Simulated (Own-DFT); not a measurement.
# How strain changes the stress of C40 NbSi2, 36 atoms (Nb12Si24)

Calculated results; nothing here was measured. The program, named Own-DFT, is a retired in-house plane-wave density functional code that no person has reviewed. Each row is one single-point run on a periodic cell that was not relaxed, without spin or spin-orbit coupling.

Settings of every run: PBE; PseudoDojo norm-conserving scalar-relativistic files; cutoff 42 hartree; 4 x 4 x 5 k mesh centred on Gamma; cold (Marzari-Vanderbilt) smearing of 0.2 eV.

Known limits: forces on such cells failed a check on a denser k mesh; stress not checked against mesh or cutoff.

Unstrained cell vectors in Å: (0.000, 8.324, 0.000); (-9.613, 0.000, 0.000); (0.000, 0.000, 6.586). The unstrained cell was taken from the Materials Project. The random moves and any unrelaxed bonds add to the pressure at no strain. Each run strains this cell uniformly, with the atoms carried along. Every atom was also moved at random, by a Gaussian of width 0.05 Å on each axis. Strain is the symmetric tensor, in per cent. Stress is positive in tension, and the pressure is minus a third of its trace.

```
run  e_xx (%)  e_yy (%)  e_zz (%)  e_yz (%)  e_xz (%)  e_xy (%)  s_xx (GPa)  s_yy (GPa)  s_zz (GPa)  s_yz (GPa)  s_xz (GPa)  s_xy (GPa)  P (GPa)  E (meV/atom)
  1      0.48      0.98     -1.01     -1.71     -1.73     -0.12       -0.44        0.55       -8.02       -5.83       -4.61       -0.23     2.64          21.0
  2     -0.49      1.24      0.51     -0.19     -1.76      0.73       -3.05        2.15       -1.62       -0.51       -6.10        2.33     0.84          18.6
  3     -0.56      0.22     -1.11      0.24      0.42      1.42       -5.48       -2.89       -9.20        0.73        1.38        4.41     5.86          16.1
  4     -1.68      0.65      0.06     -1.79      1.80      1.32       -8.93       -1.44       -5.26       -6.37        4.91        4.28     5.21          40.1
  5      0.49      1.58      1.80      1.34     -0.21      1.86        1.55        4.11        5.21        4.03       -0.45        5.18    -3.62          21.7
  6     -0.59     -1.29     -1.94      0.33     -0.97      0.78       -7.32       -9.66      -15.30        1.16       -2.76        1.54    10.76          33.8
  7     -0.17     -1.10     -0.41      0.42      1.13     -0.44       -3.44       -6.32       -6.60        1.88        3.72       -1.32     5.45           0.0
  8      1.99      0.00     -1.59      1.77      1.50      0.80        3.17       -1.67       -9.93        5.12        4.24        2.07     2.81          19.3
  9     -0.29      1.16     -0.60     -0.51      0.90      1.81       -3.05        0.75       -5.36       -2.07        2.79        4.94     2.55           9.2
 10     -0.47      1.81     -1.42     -0.78      0.13      1.99       -3.92        2.75       -8.95       -2.12        0.82        5.65     3.37           9.1
 11     -0.68     -0.77      0.01     -1.05      0.22      1.78       -5.92       -5.66       -4.89       -2.82        0.90        5.42     5.49          16.3
 12     -1.81     -0.18      0.68      0.94      1.06      0.95       -9.47       -3.54       -2.46        2.51        3.18        3.79     5.16          22.0
 13      0.39     -1.83     -1.94      1.03      1.31     -1.96       -5.15      -10.71      -14.53        3.90        4.19       -6.10    10.13          38.1
 14      1.61      0.62     -0.84     -1.40      1.83      0.46        2.97        0.83       -6.98       -4.42        6.17        1.04     1.06          21.5
 15     -0.66     -0.49     -1.25      1.05      1.86      0.25       -7.00       -5.36      -11.04        3.99        7.30        0.64     7.80          28.0
 16     -0.39      1.61      0.29     -0.35      1.07     -1.61           ?           ?           ?           ?           ?           ?        ?             ?
```

E is the free energy for each atom above the lowest run shown.

## Worked fit

Each stress component was fitted by least squares to a constant and the strains of the runs shown, as fractions, with shears doubled. Shear strains stay in the fit of a normal stress only where such slopes are resolved. The slopes, in GPa:

| stress | at no strain | per e_xx | per e_yy | per e_zz | scatter |
|---|---|---|---|---|---|
| s_xx | -2.8 | 373 ± 15 | 88 ± 15 | 75 ± 16 | 0.54 |
| s_yy | -2.5 | 78 ± 13 | 359 ± 13 | 73 ± 14 | 0.48 |
| s_zz | -4.3 | 65 ± 15 | 89 ± 15 | 448 ± 17 | 0.56 |

Each shear stress against twice its own strain: yz 159 ± 7, xz 156 ± 8, xy 141 ± 7 GPa. These are stiffnesses along x, y and z of the frame in which the cell vectors are given, which need not be the crystal's axes. The atoms are held to the strained lattice; where symmetry lets them move under strain, relaxing them would lower some slopes. The table should be nearly symmetric about its diagonal, and what it lacks of that shows the noise. A ninth of its sum, 183 ± 6 GPa, estimates the bulk modulus near the mean pressure of these runs, 4.4 GPa, so it lies above the value at zero pressure.

## Withheld run

Question: what normal stresses and pressure should run 16 give?

The fit gives s_xx = -2.6, s_yy = 3.2, s_zz = -1.8 and P = 0.4 GPa. The calculation gave -2.41, 3.02, -1.35 and P = 0.24 GPa.
